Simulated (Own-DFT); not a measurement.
Simulation results for SiSnGe$_{6}$ (diamond-structure random alloy, strained, atoms displaced)

A calculation, not a measurement: plane-wave density functional theory by an unreviewed code, no spin, of a simulated periodic cell, stress positive in tension, run twice, with PBE and with PBEsol, both on files made for PBE, so the change isn't that of files made for PBEsol, forces on such cells moved up to 12 meV/angstrom on a denser k mesh; the far tail of each file's local potential was reset to the Coulomb form; each entry is a single point on an unrelaxed cell, so the pressure reflects the starting lattice, mostly measured values (interpolated for alloys), from which strain is counted, and rises with the displacements; printed positions are rounded, which can move forces by about a meV/angstrom; the program, named Own-DFT, is a retired in-house code; no spin-orbit coupling; stress was not checked against mesh or cutoff. Program: Own-DFT development build.

Settings shared by all entries: functional PBE, then PBEsol; potential files PseudoDojo norm-conserving, scalar-relativistic, standard set; wave cutoff 49 hartree; occupations Fermi-Dirac; smearing width 0.1 eV; k mesh 3 x 3 x 3 centred on Gamma.

```json
{"entry": 1, "formula": "SiSnGe6", "kind": "diamond-structure random alloy, strained, atoms displaced", "structure": {"cell_angstrom": [[11.1517, 0.0, 0.0], [0.0, 11.1517, 0.0], [0.0, 0.0, 11.467]], "atoms_fractional": [["Ge", 0.99892, 0.99786, 0.00196], ["Ge", 0.99463, 0.25523, 0.24776], ["Ge", 0.23872, 0.99243, 0.24136], ["Sn", 0.24911, 0.25016, 0.98645], ["Ge", 0.12296, 0.12662, 0.12759], ["Ge", 0.13209, 0.37175, 0.37255], ["Si", 0.37811, 0.12652, 0.38568], ["Ge", 0.37545, 0.38469, 0.12932], ["Ge", 0.00079, 0.00195, 0.50098], ["Ge", 0.00251, 0.24489, 0.75421], ["Si", 0.24777, 0.99586, 0.75083], ["Si", 0.25048, 0.25588, 0.49629], ["Ge", 0.1181, 0.1224, 0.62133], ["Ge", 0.12618, 0.36692, 0.87813], ["Ge", 0.37387, 0.11891, 0.8691], ["Ge", 0.37032, 0.3719, 0.6308], ["Sn", 0.99807, 0.49548, 0.00443], ["Ge", 0.99891, 0.75885, 0.24932], ["Ge", 0.25536, 0.50156, 0.24615], ["Ge", 0.25551, 0.75416, 0.00725], ["Si", 0.12528, 0.62226, 0.12335], ["Ge", 0.13105, 0.87592, 0.38013], ["Ge", 0.37466, 0.62221, 0.37869], ["Ge", 0.37202, 0.87155, 0.12778], ["Ge", 0.9957, 0.49961, 0.49884], ["Ge", 0.99829, 0.7565, 0.75167], ["Ge", 0.24795, 0.49417, 0.74708], ["Ge", 0.25278, 0.74539, 0.49738], ["Ge", 0.12014, 0.62129, 0.6298], ["Ge", 0.11666, 0.88426, 0.87725], ["Ge", 0.36617, 0.6271, 0.86942], ["Ge", 0.38536, 0.87692, 0.62301], ["Si", 0.49868, 0.0043, 0.00061], ["Ge", 0.49677, 0.25731, 0.24484], ["Ge", 0.74703, 0.99232, 0.24594], ["Sn", 0.74696, 0.25471, 0.99362], ["Ge", 0.62593, 0.12327, 0.12473], ["Sn", 0.62719, 0.37441, 0.37723], ["Si", 0.87509, 0.12954, 0.37577], ["Si", 0.87959, 0.36952, 0.12571], ["Ge", 0.49336, 0.99779, 0.50076], ["Ge", 0.50186, 0.24669, 0.7575], ["Ge", 0.74838, 0.00456, 0.74658], ["Ge", 0.74451, 0.24881, 0.49924], ["Ge", 0.62547, 0.12483, 0.62013], ["Ge", 0.61982, 0.37966, 0.8739], ["Sn", 0.87156, 0.12429, 0.87493], ["Ge", 0.87867, 0.37731, 0.62406], ["Ge", 0.505, 0.49584, 0.9968], ["Si", 0.50747, 0.75632, 0.25427], ["Sn", 0.75594, 0.50061, 0.25403], ["Sn", 0.75137, 0.75354, 0.00214], ["Ge", 0.6246, 0.6334, 0.12216], ["Ge", 0.62607, 0.87408, 0.36765], ["Ge", 0.87364, 0.62357, 0.36928], ["Ge", 0.87125, 0.86729, 0.12318], ["Ge", 0.50376, 0.50244, 0.49887], ["Ge", 0.50434, 0.74136, 0.7515], ["Ge", 0.74634, 0.50224, 0.75342], ["Ge", 0.75415, 0.74378, 0.49568], ["Ge", 0.61866, 0.62536, 0.63078], ["Ge", 0.61749, 0.88265, 0.87365], ["Ge", 0.88192, 0.61517, 0.87407], ["Sn", 0.86896, 0.86501, 0.62219]]}, "results": {"PBE_pressure [GPa]": 10.02, "PBE_stress_xx [GPa]": -10.61, "PBE_stress_yy [GPa]": -10.64, "PBE_stress_zz [GPa]": -8.8, "PBE_stress_yz [GPa]": -0.32, "PBE_stress_xz [GPa]": -0.59, "PBE_stress_xy [GPa]": 0.28, "PBEsol_pressure [GPa]": 6.92, "PBEsol_stress_xx [GPa]": -7.52, "PBEsol_stress_yy [GPa]": -7.53, "PBEsol_stress_zz [GPa]": -5.7, "PBEsol_stress_yz [GPa]": -0.31, "PBEsol_stress_xz [GPa]": -0.58, "PBEsol_stress_xy [GPa]": 0.26, "force_element": ["Ge", "Ge", "Ge", "Sn", "Ge", "Ge", "Si", "Ge", "Ge", "Ge", "Si", "Si", "Ge", "Ge", "Ge", "Ge", "Sn", "Ge", "Ge", "Ge", "Si", "Ge", "Ge", "Ge", "Ge", "Ge", "Ge", "Ge", "Ge", "Ge", "Ge", "Ge", "Si", "Ge", "Ge", "Sn", "Ge", "Sn", "Si", "Si", "Ge", "Ge", "Ge", "Ge", "Ge", "Ge", "Sn", "Ge", "Ge", "Si", "Sn", "Sn", "Ge", "Ge", "Ge", "Ge", "Ge", "Ge", "Ge", "Ge", "Ge", "Ge", "Ge", "Sn"], "PBE_force_x [eV/angstrom]": [0.025, 0.563, 1.348, 2.127, -0.77, -0.649, -1.074, 0.492, -0.347, 0.698, 0.054, 0.236, 1.82, -1.847, 0.987, 0.929, 1.144, 0.953, -1.172, -1.608, 0.985, -0.738, 0.84, 1.807, 0.823, 1.322, -0.636, -0.192, 0.238, 1.595, 0.521, -1.696, -0.571, -0.717, 1.096, -1.075, -1.216, -1.778, -0.327, -0.802, 1.444, -0.163, -1.81, 2.375, -0.615, -0.324, 1.646, -0.776, -1.297, -1.556, -0.087, -0.652, -1.926, -0.014, 2.508, 2.149, -1.672, -1.033, 0.449, -2.412, 1.367, -0.165, -1.122, 0.301], "PBE_force_y [eV/angstrom]": [-0.021, -0.943, 1.061, -1.317, -0.214, 0.659, 0.388, -0.709, 0.174, 1.342, 0.113, -1.317, 0.745, 2.39, -1.453, -0.238, -0.338, -1.094, 0.861, -0.872, 1.65, -0.107, 0.605, 0.855, 0.201, -1.838, 0.356, 0.256, 0.517, -1.048, -0.542, -1.248, -0.455, -2.049, 1.375, 1.368, -0.411, -0.991, -0.665, -0.359, 0.685, -0.03, -0.885, -1.204, -0.087, 0.453, -1.782, -0.775, 1.722, -1.262, 0.184, -0.879, -1.249, 0.124, 2.011, 2.511, 0.289, 1.589, -0.294, -1.291, -0.428, 0.332, 1.708, 1.872], "PBE_force_z [eV/angstrom]": [1.608, 0.859, 1.419, 3.444, -0.028, -0.105, -1.716, -1.294, -1.396, -1.7, -0.941, 0.8, 0.477, -3.332, -0.361, -1.018, 0.126, 0.383, 0.669, -1.21, 1.27, -0.243, -1.018, 0.344, -0.509, 1.292, 0.634, 1.202, -0.483, -0.11, 0.789, 1.26, 0.222, 0.3, 0.405, 2.589, 0.519, 0.28, -0.299, 0.782, -0.925, -1.271, -0.487, 1.278, 0.497, -1.278, -0.935, 0.614, 0.619, -0.707, -3.626, -3.137, 1.17, 1.648, 1.758, 1.689, 1.789, 0.561, -0.8, -1.271, -1.295, -0.369, -1.587, 0.154], "PBEsol_force_x [eV/angstrom]": [0.031, 0.624, 1.278, 2.055, -0.755, -0.669, -1.003, 0.491, -0.291, 0.684, 0.048, 0.187, 1.693, -1.797, 0.967, 0.92, 1.113, 0.881, -1.091, -1.522, 0.974, -0.721, 0.787, 1.668, 0.786, 1.278, -0.609, -0.18, 0.231, 1.496, 0.52, -1.607, -0.555, -0.667, 1.03, -1.088, -1.15, -1.732, -0.32, -0.786, 1.435, -0.167, -1.766, 2.267, -0.586, -0.318, 1.607, -0.754, -1.253, -1.522, -0.107, -0.631, -1.83, 0.04, 2.418, 2.084, -1.627, -0.998, 0.434, -2.327, 1.319, -0.12, -1.102, 0.301], "PBEsol_force_y [eV/angstrom]": [-0.028, -0.923, 0.996, -1.28, -0.229, 0.678, 0.339, -0.683, 0.145, 1.3, 0.119, -1.241, 0.715, 2.313, -1.33, -0.19, -0.329, -1.036, 0.79, -0.815, 1.622, -0.103, 0.558, 0.826, 0.2, -1.797, 0.346, 0.249, 0.496, -1.036, -0.528, -1.232, -0.441, -1.95, 1.297, 1.292, -0.37, -0.958, -0.65, -0.358, 0.622, -0.023, -0.857, -1.143, -0.084, 0.44, -1.736, -0.746, 1.661, -1.237, 0.226, -0.857, -1.239, 0.158, 1.957, 2.44, 0.293, 1.537, -0.281, -1.254, -0.42, 0.284, 1.661, 1.822], "PBEsol_force_z [eV/angstrom]": [1.545, 0.838, 1.35, 3.338, -0.031, -0.15, -1.712, -1.242, -1.313, -1.649, -0.92, 0.823, 0.467, -3.245, -0.346, -0.938, 0.014, 0.395, 0.68, -1.189, 1.245, -0.25, -0.951, 0.318, -0.482, 1.252, 0.612, 1.148, -0.468, -0.069, 0.76, 1.18, 0.215, 0.263, 0.362, 2.481, 0.527, 0.283, -0.29, 0.769, -0.841, -1.23, -0.474, 1.273, 0.491, -1.23, -0.921, 0.591, 0.597, -0.693, -3.478, -3.029, 1.1, 1.623, 1.722, 1.651, 1.736, 0.528, -0.771, -1.238, -1.246, -0.395, -1.542, 0.156], "rms_change_of_force_components_from_PBE_to_PBEsol [eV/angstrom]": 0.05}}
{"entry": 2, "formula": "SiSnGe6", "kind": "diamond-structure random alloy, strained, atoms displaced", "structure": {"cell_angstrom": [[11.1517, 0.0, 0.0], [0.0, 11.1517, 0.0], [0.0, 0.0, 11.467]], "atoms_fractional": [["Si", 0.9914, 0.00082, 0.99981], ["Ge", 0.00322, 0.24953, 0.25354], ["Ge", 0.24862, 0.0025, 0.2544], ["Ge", 0.24657, 0.24324, 0.99922], ["Ge", 0.11796, 0.12224, 0.12289], ["Ge", 0.12979, 0.37181, 0.37431], ["Ge", 0.37839, 0.12554, 0.37998], ["Ge", 0.3749, 0.38343, 0.1275], ["Si", 0.00625, 0.00207, 0.49963], ["Ge", 0.00508, 0.24525, 0.74259], ["Ge", 0.25023, 0.00461, 0.75282], ["Ge", 0.25165, 0.25368, 0.49978], ["Ge", 0.13231, 0.13334, 0.62683], ["Sn", 0.12537, 0.3659, 0.87864], ["Ge", 0.37097, 0.12102, 0.86635], ["Si", 0.37324, 0.37592, 0.6198], ["Si", 0.99577, 0.49679, 0.00112], ["Ge", 0.00235, 0.75488, 0.24545], ["Ge", 0.24876, 0.49936, 0.25342], ["Ge", 0.2473, 0.75022, 0.00297], ["Ge", 0.12525, 0.62359, 0.13031], ["Ge", 0.12476, 0.87886, 0.37209], ["Sn", 0.3708, 0.62228, 0.37134], ["Ge", 0.37502, 0.88204, 0.12089], ["Ge", 0.99732, 0.49588, 0.49461], ["Ge", 0.99613, 0.74785, 0.74885], ["Ge", 0.24577, 0.50014, 0.75487], ["Ge", 0.24577, 0.7456, 0.49587], ["Ge", 0.12399, 0.6202, 0.6316], ["Ge", 0.12048, 0.86917, 0.86712], ["Ge", 0.38, 0.63006, 0.87504], ["Ge", 0.37708, 0.87803, 0.62298], ["Sn", 0.49821, 0.00555, 0.99881], ["Ge", 0.49537, 0.25688, 0.26142], ["Ge", 0.74467, 0.99977, 0.25538], ["Ge", 0.75016, 0.24503, 0.00665], ["Sn", 0.62748, 0.12412, 0.12787], ["Ge", 0.62677, 0.37541, 0.37154], ["Ge", 0.87534, 0.12029, 0.36862], ["Ge", 0.87127, 0.38174, 0.12519], ["Ge", 0.49989, 0.99463, 0.50364], ["Ge", 0.50472, 0.25215, 0.75031], ["Sn", 0.73982, 0.00274, 0.7482], ["Ge", 0.76046, 0.248, 0.50372], ["Ge", 0.63544, 0.12985, 0.62081], ["Si", 0.62327, 0.37037, 0.86891], ["Ge", 0.87338, 0.12934, 0.87365], ["Sn", 0.87268, 0.37713, 0.61367], ["Si", 0.50382, 0.49974, 0.99762], ["Ge", 0.49315, 0.7576, 0.24748], ["Ge", 0.74348, 0.50154, 0.25225], ["Sn", 0.74345, 0.75473, 0.00042], ["Ge", 0.62479, 0.62208, 0.12394], ["Ge", 0.62818, 0.87331, 0.37096], ["Ge", 0.86985, 0.62192, 0.37468], ["Si", 0.86736, 0.87136, 0.12451], ["Ge", 0.49652, 0.50537, 0.50973], ["Si", 0.49492, 0.75005, 0.75242], ["Ge", 0.74423, 0.50243, 0.74571], ["Ge", 0.7635, 0.74986, 0.50411], ["Ge", 0.62096, 0.62833, 0.62628], ["Ge", 0.61878, 0.87319, 0.87691], ["Ge", 0.8756, 0.62484, 0.88074], ["Sn", 0.87492, 0.87434, 0.61849]]}, "results": {"PBE_pressure [GPa]": 9.86, "PBE_stress_xx [GPa]": -10.35, "PBE_stress_yy [GPa]": -10.61, "PBE_stress_zz [GPa]": -8.61, "PBE_stress_yz [GPa]": 0.3, "PBE_stress_xz [GPa]": -0.69, "PBE_stress_xy [GPa]": -1.51, "PBEsol_pressure [GPa]": 6.76, "PBEsol_stress_xx [GPa]": -7.25, "PBEsol_stress_yy [GPa]": -7.51, "PBEsol_stress_zz [GPa]": -5.51, "PBEsol_stress_yz [GPa]": 0.27, "PBEsol_stress_xz [GPa]": -0.67, "PBEsol_stress_xy [GPa]": -1.45, "force_element": ["Si", "Ge", "Ge", "Ge", "Ge", "Ge", "Ge", "Ge", "Si", "Ge", "Ge", "Ge", "Ge", "Sn", "Ge", "Si", "Si", "Ge", "Ge", "Ge", "Ge", "Ge", "Sn", "Ge", "Ge", "Ge", "Ge", "Ge", "Ge", "Ge", "Ge", "Ge", "Sn", "Ge", "Ge", "Ge", "Sn", "Ge", "Ge", "Ge", "Ge", "Ge", "Sn", "Ge", "Ge", "Si", "Ge", "Sn", "Si", "Ge", "Ge", "Sn", "Ge", "Ge", "Ge", "Si", "Ge", "Si", "Ge", "Ge", "Ge", "Ge", "Ge", "Sn"], "PBE_force_x [eV/angstrom]": [0.05, -0.612, 0.345, 2.102, 0.176, -0.534, -0.427, 0.104, 0.728, -1.423, -0.722, 0.581, -0.212, -1.136, 0.143, 0.124, -0.046, -1.009, -1.461, 0.121, -0.532, -0.28, 1.454, -1.801, 2.154, 0.546, 1.929, -1.037, -0.321, 0.068, -0.455, -0.927, -1.137, -0.39, 1.922, 1.151, -0.388, -0.068, 0.7, 0.372, 1.123, -1.015, 0.584, -2.347, -2.809, 0.529, 1.011, 0.881, 0.024, 1.225, 0.429, 0.647, -1.685, -0.41, 0.956, 1.743, 0.917, 0.502, -0.232, -3.605, 0.176, -1.417, 0.518, 2.403], "PBE_force_y [eV/angstrom]": [-0.776, 0.327, 0.327, -0.983, -0.435, 0.219, -0.357, -0.841, 1.142, -0.34, -1.32, -0.076, -1.497, 1.232, 2.035, 0.189, 1.042, -0.16, -1.354, 0.057, -0.434, -0.182, 0.641, -1.125, 1.865, -1.252, 0.284, 1.396, 0.319, 0.985, -0.715, -1.019, -0.757, 0.124, -1.442, 2.446, 1.756, 0.071, 0.059, -0.462, 0.882, -0.084, -0.375, -1.881, 1.132, 0.766, 0.102, 0.647, -0.384, -0.013, 0.031, -0.916, -0.535, -0.716, 0.428, 2.068, -1.441, 0.534, 0.207, -2.373, 0.969, -0.631, -1.052, 1.645], "PBE_force_z [eV/angstrom]": [-0.097, -0.779, -0.701, 1.831, 0.071, 0.1, 0.112, -0.835, -0.841, 0.39, -1.143, 0.122, -0.975, -0.185, 0.152, 1.342, 0.781, 0.317, -1.709, -0.291, -0.95, 0.744, 0.665, 1.389, -1.272, 0.635, -0.983, 1.719, -1.02, 1.306, 0.436, 0.77, -1.641, -0.837, 0.03, -2.175, 2.269, 1.964, 1.163, 0.337, -0.592, -1.108, 1.849, -3.519, -1.41, 1.418, 0.691, 3.169, -0.359, -0.904, -0.417, -0.019, 0.906, 1.215, -0.614, 1.25, -0.383, -0.591, 1.513, -2.574, 0.277, -1.942, -1.037, 0.971], "PBEsol_force_x [eV/angstrom]": [0.08, -0.592, 0.331, 2.024, 0.212, -0.52, -0.417, 0.067, 0.715, -1.367, -0.688, 0.522, -0.186, -1.062, 0.131, 0.121, -0.052, -0.934, -1.415, 0.127, -0.485, -0.233, 1.403, -1.743, 2.08, 0.543, 1.835, -1.003, -0.314, 0.088, -0.512, -0.911, -1.112, -0.372, 1.833, 1.147, -0.362, -0.07, 0.646, 0.318, 1.08, -0.993, 0.568, -2.289, -2.719, 0.553, 0.952, 0.863, -0.011, 1.193, 0.417, 0.574, -1.601, -0.4, 0.924, 1.678, 0.927, 0.491, -0.204, -3.502, 0.206, -1.346, 0.472, 2.292], "PBEsol_force_y [eV/angstrom]": [-0.717, 0.311, 0.306, -0.957, -0.379, 0.213, -0.341, -0.841, 1.124, -0.335, -1.262, -0.106, -1.415, 1.154, 1.963, 0.186, 1.024, -0.19, -1.32, 0.056, -0.384, -0.21, 0.626, -1.1, 1.804, -1.217, 0.306, 1.356, 0.313, 0.926, -0.696, -0.944, -0.759, 0.129, -1.374, 2.347, 1.703, 0.069, 0.091, -0.485, 0.857, -0.151, -0.353, -1.833, 1.092, 0.71, 0.125, 0.622, -0.336, -0.006, 0.025, -0.941, -0.488, -0.672, 0.41, 1.997, -1.354, 0.525, 0.234, -2.315, 0.89, -0.575, -0.975, 1.54], "PBEsol_force_z [eV/angstrom]": [-0.13, -0.75, -0.677, 1.766, 0.102, 0.097, 0.103, -0.756, -0.829, 0.38, -1.106, 0.083, -0.908, -0.228, 0.15, 1.31, 0.773, 0.339, -1.659, -0.281, -0.886, 0.678, 0.649, 1.355, -1.233, 0.624, -0.938, 1.663, -0.984, 1.235, 0.432, 0.709, -1.6, -0.8, 0.068, -2.083, 2.203, 1.884, 1.101, 0.36, -0.576, -1.088, 1.797, -3.408, -1.363, 1.347, 0.643, 3.065, -0.307, -0.879, -0.402, -0.067, 0.91, 1.167, -0.578, 1.266, -0.402, -0.576, 1.424, -2.508, 0.236, -1.849, -1.052, 0.983], "rms_change_of_force_components_from_PBE_to_PBEsol [eV/angstrom]": 0.048}}
```
